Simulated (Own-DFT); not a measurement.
## Calculated data, Hf36O71 (tetragonal hafnia with one neutral oxygen vacancy, atoms displaced)

All values are calculated (Own-DFT development build). A calculation, not a measurement: plane-wave PBE and HSE06 DFT by an unreviewed code, no spin, of a simulated cell at Gamma alone, so results move with cell size and shape, stress positive in tension, energies less offsets, not probed for a lower state with spin; hafnium file: forces about 75 meV/angstrom off all-electron values; oxygen file: force components 24 meV/angstrom off all-electron in a glass; k mesh not checked against a denser one; forces and stress are PBE's, HSE06 gives the energy alone, and its difference from PBE has offsets of its own; offsets are fitted by least squares, one for each functional and potential file, so energies compare only between cells with the same atoms and settings and are not formation energies; the far tail of each file's local potential was reset to the Coulomb form; each entry is a single point on an unrelaxed cell, so the pressure reflects the starting lattice, taken from the Materials Project, from which strain is counted, and rises with the displacements; printed positions are rounded, which can move forces by about a meV/angstrom; the program is a retired in-house code; no spin-orbit coupling.

Common to all runs: first functional PBE; second functional HSE06; exact exchange share 0.25; screening 0.11 1/bohr; exchange divergence Gygi-Baldereschi; potential files PseudoDojo norm-conserving, scalar-relativistic, made for PBE, standard set; wave cutoff 48 hartree; occupations fixed; k mesh 1 x 1 x 1 centred on Gamma.

(1) Hf36O71 (tetragonal hafnia with one neutral oxygen vacancy, atoms displaced)

```xyz
107
Lattice="10.7800 0.0000 0.0000 0.0000 10.7800 0.0000 0.0000 0.0000 10.4493" Properties=species:S:1:pos:R:3 Hf36O71
Hf    10.7731    10.6979    10.4008
Hf     1.8344     1.7660     2.5584
O      0.0463     1.8063     1.5847
O      1.7478    10.6967     3.7244
O     10.5927     1.6684     4.1002
O      1.7787     0.0278     0.8961
Hf     0.0261     0.0864     5.1737
Hf     1.7629     1.7807     7.8107
O      0.1503     1.8065     6.7604
O      1.7540    10.6980     8.9226
O      0.0716     1.8928     9.2963
Hf    10.5369     3.5688    10.3907
Hf     1.8157     5.3400     2.6131
O      0.0376     5.4373     1.5831
O      1.8065     3.6520     3.6139
O      0.0080     5.5170     4.1533
O      1.7797     3.6091     0.8939
Hf     0.0057     3.6137     5.2797
Hf     1.6724     5.5161     7.8872
O     10.7386     5.3114     6.8293
O      1.7090     3.4334     8.9062
O     10.7550     5.4319     9.5192
O      1.7131     3.6878     6.2248
Hf    10.7785     7.2287     0.0380
Hf     1.8482     8.8708     2.4769
O     10.6183     9.0209     1.5700
O      1.8184     7.3057     3.7771
O     10.7004     9.1085     4.3029
O      1.6707     7.2928     1.0268
Hf    10.7041     7.1711     5.2029
Hf     1.7290     9.0383     7.7741
O     10.6645     9.0435     6.8148
O      1.7898     7.1925     8.8633
O      0.0578     8.9199     9.4071
O      1.7381     7.2618     6.3417
Hf     3.6937     0.0142     0.0429
Hf     5.4419     1.7188     2.4865
O      3.4572     1.6809     1.6454
O      5.3283     0.0672     3.5962
O      3.6813     1.9512     4.1560
O      5.2753     0.0134     1.1497
Hf     3.5131    10.7406     5.3959
Hf     5.3325     1.7756     7.8910
O      3.3718     1.7399     6.7354
O      5.3422    10.7626     8.7821
O      3.5785     1.6293     9.5493
O      5.4915     0.0780     6.2829
Hf     3.4202     3.6392    10.3746
Hf     5.3823     5.5121     2.5651
O      3.6278     5.4803     1.6690
O      5.2480     3.6211     3.5596
O      3.6557     5.3114     4.1985
O      5.4224     3.4888     0.9338
Hf     3.4461     3.6929     5.2978
Hf     5.2264     5.3019     7.9615
O      3.6162     5.5074     6.7801
O      5.3703     3.7158     8.7394
O      3.7069     5.4343     9.3767
O      5.4855     3.5435     6.2110
Hf     3.6565     7.1769     0.0723
Hf     5.4283     9.1216     2.7644
O      3.5430     8.7826     1.6732
O      5.2379     7.2716     3.7144
O      3.6438     8.9644     4.0957
O      5.3537     7.0492     0.8677
Hf     3.6529     7.0207     5.0916
Hf     5.2993     9.0593     7.7703
O      3.5282     9.0544     6.8410
O      5.2839     7.1233     8.9555
O      3.6081     8.8385     9.5591
O      5.1907     7.2300     6.3233
Hf     7.0895    10.7367     0.0054
Hf     9.1022     1.7728     2.7017
O      7.1633     1.7486     1.7556
O      8.9873     0.0101     3.6576
O      7.2769     1.8390     4.1776
O      8.9203     0.0531     1.0967
Hf     7.2582    10.7180     5.3428
Hf     8.9997     1.6484     7.8036
O      7.0890     1.7841     6.8558
O      8.8791    10.7791     8.9296
O      7.1411     1.8607     9.3164
O      9.0485     0.0538     6.3440
Hf     7.2052     3.5097    10.3563
Hf     8.9554     5.4753     2.7259
O      7.1876     5.3695     1.4528
O      9.0969     3.6644     3.7875
O      7.1743     5.5543     4.2228
O      8.9894     3.5477     0.7480
Hf     7.1728     3.6440     5.3442
Hf     8.9193     5.4737     7.7746
O      7.2361     5.3095     6.8432
O      8.9903     3.7906     8.8054
O      7.3114     5.3098     9.5616
O      9.0103     3.5493     6.1844
Hf     7.1735     7.2008    10.3707
Hf     8.9317     9.0103     2.6709
O      7.1917     8.9789     1.4913
O      8.9651     7.1907     3.5644
O      7.1757     8.9194     4.2404
O      9.0677     7.0886     1.0863
Hf     7.2191     7.1164     5.2894
Hf     9.0179     8.9659     7.9429
O      7.2254     9.0619     6.7147
O      9.0194     7.1925     8.7082
O      6.9698     9.0724     9.4746
O      8.9992     7.2694     6.2668
```

| Item | Value |
| --- | --- |
| PBE energy of cell above offsets | -86.378 eV |
| HSE06 less PBE above offsets | 0.584 eV |
| PBE pressure | 6.42 GPa |
| PBE stress xx | -6.78 GPa |
| PBE stress yy | -6.1 GPa |
| PBE stress zz | -6.37 GPa |
| PBE stress yz | -0.39 GPa |
| PBE stress xz | 0.94 GPa |
| PBE stress xy | -0.01 GPa |

Force:
| element | x (eV/Å) | y (eV/Å) | z (eV/Å) |
| --- | --- | --- | --- |
| Hf | 0.218 | 1.375 | 1.187 |
| Hf | -0.938 | -0.573 | 2.101 |
| O | -0.544 | 0.268 | -0.676 |
| O | 0.662 | 1.347 | -0.466 |
| O | 1.698 | 3.04 | 1.012 |
| O | 0.065 | -0.937 | 1.211 |
| Hf | 1.168 | -2.072 | 0.952 |
| Hf | -0.729 | -1.13 | 2.465 |
| O | -2.365 | -0.385 | -1.34 |
| O | -0.192 | 0.988 | -1.592 |
| O | -2.479 | -2.954 | 0.56 |
| Hf | 7.306 | 1.124 | -2.89 |
| Hf | -1.63 | 1.306 | -0.431 |
| O | -0.323 | -1.018 | 1.208 |
| O | -0.787 | -1.15 | 0.402 |
| O | 0.201 | -1.44 | 0.551 |
| O | -0.468 | 0.628 | 1.935 |
| Hf | -1.919 | 0.101 | -1.712 |
| Hf | 0.611 | -0.567 | -0.272 |
| O | -0.191 | 0.624 | -0.616 |
| O | 2.457 | 3.075 | -1.034 |
| O | 0.814 | 0.239 | -1.248 |
| O | 1.032 | 0.175 | 1.051 |
| Hf | -0.597 | -1.854 | 0.396 |
| Hf | -2.115 | 1.207 | 2.68 |
| O | 1.524 | 0.472 | -0.208 |
| O | -0.202 | -1.711 | -1.396 |
| O | -0.854 | -2.677 | -0.679 |
| O | 1.794 | -0.325 | 0.752 |
| Hf | 2.528 | 2.467 | 0.328 |
| Hf | -0.725 | -1.266 | 0.216 |
| O | 0.997 | 0.276 | 0.984 |
| O | -0.125 | 0.154 | 0.331 |
| O | -1.266 | 1.241 | -0.515 |
| O | -0.492 | -0.96 | -0.682 |
| Hf | -3.652 | -2.725 | -0.132 |
| Hf | -2.68 | 4.095 | 3.406 |
| O | 2.61 | 0.07 | -1.788 |
| O | 0.804 | -0.696 | 1.601 |
| O | -1.688 | -1.586 | 1.718 |
| O | 2.345 | -0.742 | -0.782 |
| Hf | -0.32 | 0.328 | -2.991 |
| Hf | 0.586 | 0.971 | -1.836 |
| O | 2.966 | -0.157 | 0.287 |
| O | -0.282 | 0.816 | 1.778 |
| O | 0.777 | 3.874 | -2.217 |
| O | -2.536 | -0.631 | 0.154 |
| Hf | 1.681 | -0.953 | 0.205 |
| Hf | 1.683 | -2.464 | 0.58 |
| O | -1.734 | -0.424 | -1.174 |
| O | 1.877 | 1.177 | -0.977 |
| O | -0.843 | 0.679 | -0.895 |
| O | -1.545 | -0.229 | -0.884 |
| Hf | 3.113 | -2.8 | -1.921 |
| Hf | 1.156 | 6.415 | -3.666 |
| O | -1.895 | -1.737 | 0.047 |
| O | 0.03 | -6.763 | 2.787 |
| O | -2.166 | -1.719 | 0.963 |
| O | -3.696 | 0.109 | 1.184 |
| Hf | -2.208 | -0.204 | -1.079 |
| Hf | -1.314 | -1.394 | -0.205 |
| O | 3.055 | 0.552 | -1.36 |
| O | 1.326 | -1.38 | -1.283 |
| O | 0.056 | 1.435 | 2.005 |
| O | 3.177 | 0.249 | 2.643 |
| Hf | -1.783 | 3.149 | 1.319 |
| Hf | 0.921 | -3.036 | 0.067 |
| O | 0.249 | 1.709 | -0.245 |
| O | 1.928 | 1.125 | -1.463 |
| O | 0.43 | 3.414 | -1.332 |
| O | 3.485 | 0.689 | -0.228 |
| Hf | 1.933 | 1.261 | 1.639 |
| Hf | -2.103 | 0.304 | -0.38 |
| O | 2.603 | 0.019 | -2.865 |
| O | -1.085 | -1.081 | 0.489 |
| O | -0.167 | -0.195 | 1.732 |
| O | -0.019 | 0.114 | -1.334 |
| Hf | 0.278 | 1.796 | -1.585 |
| Hf | -0.038 | 2.428 | -0.542 |
| O | 1.832 | -0.06 | 0.23 |
| O | 0.377 | -0.532 | 0.576 |
| O | -0.322 | -2.313 | 0.142 |
| O | -0.639 | 1.08 | 0.146 |
| Hf | -1.435 | 2.118 | 1.664 |
| Hf | 0.486 | -1.687 | -2.731 |
| O | 0.126 | 0.346 | 2.811 |
| O | -0.247 | 0.435 | -2.4 |
| O | 0.004 | -2.53 | -0.984 |
| O | -5.259 | -0.837 | 5.491 |
| Hf | 0.658 | -1.613 | -3.042 |
| Hf | 1.187 | -1.948 | 0.999 |
| O | -1.894 | 1.072 | -0.838 |
| O | 0.35 | -3.315 | -0.668 |
| O | -0.7 | 2.422 | -2.077 |
| O | -0.008 | -0.596 | 1.466 |
| Hf | -0.291 | -1.782 | 1.525 |
| Hf | 0.497 | 0.886 | -0.92 |
| O | -0.638 | -0.046 | 0.877 |
| O | 0.08 | 1.348 | 2.184 |
| O | -0.301 | 0.546 | -0.842 |
| O | -1.982 | 0.618 | -1.213 |
| Hf | -1.779 | 2.461 | 1.433 |
| Hf | -0.128 | 1.205 | -2.607 |
| O | -0.335 | -0.527 | 2.019 |
| O | -1.059 | 0.844 | 2.628 |
| O | 0.829 | -1.682 | -1.367 |
| O | -0.852 | -0.861 | -0.51 |

(2) Hf36O71 (tetragonal hafnia with one neutral oxygen vacancy, atoms displaced)

```xyz
107
Lattice="10.7800 0.0000 0.0000 0.0000 10.7800 0.0000 0.0000 0.0000 10.4493" Properties=species:S:1:pos:R:3 Hf36O71
Hf     0.0363     0.0232     0.0542
Hf     1.6063     1.7802     2.4855
O      1.7416     0.0881     3.6027
O      0.0409     1.8350     4.2875
O      1.9227     0.0792     1.3501
Hf     0.0952     0.1598     5.1242
Hf     1.9240     1.7475     7.6223
O      0.0089     1.9925     6.8501
O      1.6659    10.6817     8.8664
O     10.7705     1.9270     9.4150
O      1.8496     0.0106     6.1827
Hf     0.0108     3.6656    10.4068
Hf     1.9036     5.3534     2.5157
O     10.6508     5.4857     1.6266
O      1.8486     3.5682     3.5542
O     10.7292     5.4548     4.0879
O      1.9868     3.6039     1.0166
Hf    10.6865     3.6456     5.0866
Hf     1.7044     5.4094     7.7725
O     10.6861     5.4622     6.8872
O      1.8503     3.6719     8.9754
O      0.0121     5.4588     9.5862
O      1.7891     3.6299     6.2843
Hf    10.7009     7.0970     0.1057
Hf     1.8110     8.8871     2.7229
O      0.0165     9.0626     1.5143
O      1.9233     7.1811     3.7328
O     10.7287     8.9385     4.3125
O      1.6566     7.1033     1.1824
Hf    10.7457     7.2569     5.2513
Hf     1.8138     8.9359     7.9139
O      0.0021     9.0330     6.8395
O      1.7430     7.1006     8.7734
O     10.7100     8.8558     9.4662
O      1.7900     7.1637     6.0745
Hf     3.6532    10.7340     0.0191
Hf     5.4157     1.8417     2.5072
O      3.6889     1.8253     1.4626
O      5.2471    10.7418     3.5409
O      3.5130     1.8258     4.2113
O      5.4076    10.6734     1.1002
Hf     3.7029     0.0416     5.2344
Hf     5.2815     1.8530     7.6848
O      3.5495     1.8275     6.9669
O      5.3653     0.1533     8.7962
O      3.4817     1.6979     9.5680
O      5.2912    10.7351     6.1591
Hf     3.5491     3.5434     0.0673
Hf     5.2649     5.4494     2.6081
O      3.6322     5.3449     1.5269
O      5.3020     3.6511     3.6726
O      3.5976     5.4585     4.1445
O      5.3529     3.5769     0.9089
Hf     3.6368     3.5788     5.1685
Hf     5.2070     5.4163     7.6131
O      3.6834     5.3944     6.7323
O      5.5595     3.6453     8.8950
O      3.5667     5.4683     9.2620
O      5.4260     3.6393     6.1185
Hf     3.5209     7.1274     0.0024
Hf     5.3597     8.8792     2.5691
O      3.6409     8.9438     1.5998
O      5.2893     7.2468     3.7178
O      3.6054     8.9848     4.1743
O      5.4765     7.0958     0.9481
Hf     3.5460     7.2532     5.2827
Hf     5.4493     8.9754     7.9072
O      3.5161     9.0617     6.7714
O      5.3339     7.2239     8.8824
O      3.6365     8.8009     9.4610
O      5.3734     7.2810     6.3374
Hf     7.1601    10.7602     0.0523
Hf     9.1230     1.7791     2.4944
O      7.2874     1.6614     1.4328
O      9.0042     0.0411     3.7247
O      7.2642     1.6935     4.0976
O      8.8656    10.7087     1.1319
Hf     7.0823    10.7475     5.2090
Hf     9.0425     1.6820     7.8058
O      7.2268     1.7677     6.8630
O      8.9654     0.1610     8.8913
O      7.2185     1.8780     9.4050
O      8.9667    10.6853     6.2103
Hf     7.1507     3.6333     0.0369
Hf     9.0581     5.6068     2.5940
O      7.2590     5.3694     1.6416
O      9.0050     3.4613     3.6479
O      7.3522     5.5603     4.2508
O      9.0402     3.5524     0.9904
Hf     7.1663     3.6429     5.2688
Hf     8.9342     5.3555     8.0079
O      7.2029     5.4032     6.8459
O      8.9635     3.5441     9.0089
O      7.2497     5.3273     9.4156
O      9.0227     3.5466     6.3232
Hf     7.1061     7.2563    10.3621
Hf     8.9668     8.8911     2.5133
O      7.2520     8.8763     1.3510
O      8.9227     7.1718     3.7076
O      6.9488     9.0040     4.1192
O      8.9699     7.1553     1.0122
Hf     7.1667     6.9803     5.3347
Hf     8.9552     8.9117     7.8249
O      7.2803     8.9395     6.9725
O      8.9897     7.2097     8.6007
O      7.0308     8.9267     9.5167
O      8.9961     7.1529     6.2952
```

| Item | Value |
| --- | --- |
| PBE energy of cell above offsets | -84.518 eV |
| HSE06 less PBE above offsets | 0.722 eV |
| PBE pressure | 5.74 GPa |
| PBE stress xx | -8.36 GPa |
| PBE stress yy | -3.74 GPa |
| PBE stress zz | -5.1 GPa |
| PBE stress yz | 1.06 GPa |
| PBE stress xz | 0.15 GPa |
| PBE stress xy | 0.07 GPa |

Force:
| element | x (eV/Å) | y (eV/Å) | z (eV/Å) |
| --- | --- | --- | --- |
| Hf | -0.525 | -0.691 | -1.251 |
| Hf | 2.358 | -0.393 | 1.155 |
| O | -0.953 | -1.216 | 1.251 |
| O | 0.436 | 1.836 | -2.987 |
| O | -0.901 | -0.359 | -4.268 |
| Hf | -2.001 | -4.16 | 1.945 |
| Hf | -8.987 | 0.468 | 5.485 |
| O | 1.3 | -1.627 | -1.122 |
| O | 0.504 | 0.847 | 0.768 |
| O | 0.717 | -2.091 | 1.592 |
| O | 0.005 | 1.468 | 0.896 |
| Hf | -0.905 | -1.9 | -0.25 |
| Hf | -1.988 | 0.474 | 2.435 |
| O | 4.2 | -1.11 | -1.396 |
| O | -0.512 | 0.766 | 0.034 |
| O | 0.453 | -0.307 | 1.125 |
| O | -5.684 | 0.382 | 2.7 |
| Hf | -0.449 | 0.951 | 1.977 |
| Hf | 0.577 | -2.124 | 0.325 |
| O | 1.072 | -0.43 | -0.088 |
| O | -0.201 | -0.164 | -1.711 |
| O | -0.365 | -1.039 | -2.461 |
| O | 0.978 | 0.026 | -0.989 |
| Hf | 1.123 | 2.917 | -0.64 |
| Hf | 0.14 | 1.7 | -0.257 |
| O | 0.071 | -0.259 | 1.512 |
| O | -0.502 | -0.576 | -1.626 |
| O | 0.897 | 1.448 | -2.093 |
| O | 2.02 | 0.301 | -0.979 |
| Hf | -1.081 | -1.146 | 0.735 |
| Hf | -1.722 | 0.13 | -1.244 |
| O | 1.067 | -0.769 | 0.516 |
| O | 0.311 | 1.4 | 1.006 |
| O | 0.074 | 1.217 | 0.576 |
| O | -0.48 | -0.53 | 2.842 |
| Hf | -0.309 | 0.203 | 1.042 |
| Hf | 0.806 | -1.155 | 0.488 |
| O | -0.467 | -0.114 | 1.655 |
| O | -0.062 | 1.473 | 0.284 |
| O | 0.997 | 0.068 | 0.998 |
| O | -0.277 | 0.278 | -1.316 |
| Hf | -3.815 | -1.798 | -4.052 |
| Hf | 6.775 | 0.986 | 4.976 |
| O | 4.324 | 0.624 | -5.251 |
| O | -0.472 | -1.865 | 0.124 |
| O | -0.239 | 0.728 | -2.083 |
| O | 3.109 | 0.616 | 2.695 |
| Hf | 2.821 | -0.449 | -4.487 |
| Hf | 2.782 | 0.234 | 0.396 |
| O | -0.355 | 0.861 | -0.723 |
| O | 0.876 | -0.198 | -1.123 |
| O | -0.041 | -1.302 | 0.006 |
| O | 0.743 | 0.185 | 2.533 |
| Hf | -2.21 | 1.16 | -1.824 |
| Hf | 6.062 | 0.262 | 6.824 |
| O | -6.022 | -0.197 | -3.276 |
| O | -2.294 | -0.596 | -2.843 |
| O | 0.493 | -0.365 | 1.177 |
| O | -1.577 | -0.574 | 1.941 |
| Hf | 0.864 | -1.063 | -0.558 |
| Hf | 1.765 | 1.758 | 0.971 |
| O | -2.153 | -0.952 | -0.565 |
| O | 0.215 | -2.464 | -0.921 |
| O | -0.734 | 0.83 | 0.404 |
| O | -2.846 | -0.122 | 1.635 |
| Hf | 1.157 | 0.725 | -1.726 |
| Hf | -0.576 | -0.269 | -0.405 |
| O | 0.88 | -0.684 | 0.968 |
| O | 0.769 | -1.137 | -0.586 |
| O | -0.706 | 2.868 | -0.433 |
| O | -0.113 | -0.48 | -0.067 |
| Hf | 0.625 | 2.63 | -1.185 |
| Hf | -2.553 | -0.311 | 0.758 |
| O | -1.6 | 1.244 | 1.843 |
| O | 0.97 | -0.914 | -1.857 |
| O | -1.931 | 1.422 | 1.09 |
| O | 2.712 | 0.07 | -0.887 |
| Hf | 3.301 | 0.278 | -1.522 |
| Hf | -0.957 | 3.159 | 0.077 |
| O | -2.277 | 0.174 | -1.608 |
| O | 0.361 | -4.537 | 1.914 |
| O | -0.599 | -1.516 | 0.72 |
| O | 0.121 | 0.965 | 0.179 |
| Hf | 1.667 | -1.143 | -1.637 |
| Hf | -3.13 | -3.624 | 1.057 |
| O | -1.571 | -0.359 | 0.632 |
| O | 0.261 | 1.538 | -0.013 |
| O | -1.143 | -5.786 | -1.731 |
| O | 0.678 | -0.841 | 1.187 |
| Hf | 4.069 | -1.563 | -1.355 |
| Hf | -0.559 | -2.345 | -1.36 |
| O | -1.009 | -0.298 | -1.073 |
| O | 1.175 | 1.109 | -1.399 |
| O | 0.639 | 2.375 | 0.455 |
| O | -1.336 | 1.08 | -1.398 |
| Hf | 0.868 | -3.796 | 0.566 |
| Hf | -0.274 | 2.493 | 1.123 |
| O | -0.565 | -0.027 | 2.75 |
| O | 0.509 | 2.984 | -0.365 |
| O | 1.342 | -0.281 | 0.802 |
| O | -0.774 | 0.504 | 0.491 |
| Hf | 0.924 | 5.672 | 1.832 |
| Hf | 3.867 | 3.563 | -0.617 |
| O | -3.903 | 0.606 | -1.62 |
| O | -0.542 | -1.636 | 4.304 |
| O | 0.064 | 3.013 | -3.063 |
| O | -0.644 | 0.577 | -1.486 |
